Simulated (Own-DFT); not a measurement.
# Point defects and the pressure they add: D0_22 TiAl3

Calculated, not measured: single-point runs of Own-DFT, a retired in-house plane-wave DFT program that no person has reviewed, on unrelaxed cells, without spin or spin-orbit coupling.

Method: PBE; PseudoDojo norm-conserving scalar-relativistic files; cutoff 42 hartree; 4 x 4 x 4 k mesh centred on Gamma; cold (Marzari-Vanderbilt) smearing of 0.2 eV.

Caveats: forces on such cells failed a check on a denser k mesh; stress not checked against mesh or cutoff.

All runs share one cell, with vectors in Å (-2.365, -6.981, 4.326); (-7.667, 3.491, 1.442); (-2.950, -3.488, -7.241) and a volume of 625.4 Å³. The atoms are randomly displaced, by u rms on each axis. The defect's site can differ from row to row.

```
cell,formula,u (Å),P (GPa)
no defect,Al30Ti10,0.0203,1.97
no defect,Al30Ti10,0.0464,2.51
no defect,Al30Ti10,0.0520,2.79
one Ti vacancy,Al30Ti9,0.0295,1.76
one Ti vacancy,Al30Ti9,0.0321,1.85
one Ti vacancy,Al30Ti9,0.0506,?
one Ti vacancy,Al30Ti9,0.0512,2.27
two Al vacancies,Al28Ti10,0.0295,1.24
two Al vacancies,Al28Ti10,0.0297,1.22
two Al vacancies,Al28Ti10,0.0483,1.60
two Al on a Ti site each,Al32Ti8,0.0291,2.88
two Al on a Ti site each,Al32Ti8,0.0304,2.89
two Al on a Ti site each,Al32Ti8,0.0546,3.50
two Ti on an Al site each,Al28Ti12,0.0302,3.30
two Ti on an Al site each,Al28Ti12,0.0342,3.39
two Ti on an Al site each,Al28Ti12,0.0504,3.72
```

## Working it out

P = P0 + c u² + a shift for each defect gives P0 = 1.91 GPa, c = 294 ± 14 GPa/Å² and a scatter of 0.05 GPa. The shifts, and each times the cell's volume:

- two Ti on an Al site each: 1.11 ± 0.04 GPa, 4.3 eV (2.2 eV for each of its 2 sites)
- two Al on a Ti site each: 0.72 ± 0.04 GPa, 2.8 eV (1.4 eV for each of its 2 sites)
- one Ti vacancy: -0.39 ± 0.04 GPa, -1.5 eV
- two Al vacancies: -0.95 ± 0.04 GPa, -3.7 eV (-1.9 eV for each of its 2 sites)

Positive is outwards. The product with the volume (160.2 GPa Å³ to the eV) is nearly free of the cell's size; divided by the bulk modulus at the cell's pressure it gives the volume that the defect adds. The atoms around the defects weren't relaxed, which would change these numbers.

## Test on the hidden row

Asked: what pressure belongs in the blank (one Ti vacancy, u = 0.0506 Å)?

Estimate: 2.27 ± 0.06 GPa. The calculation gave 2.33 GPa.
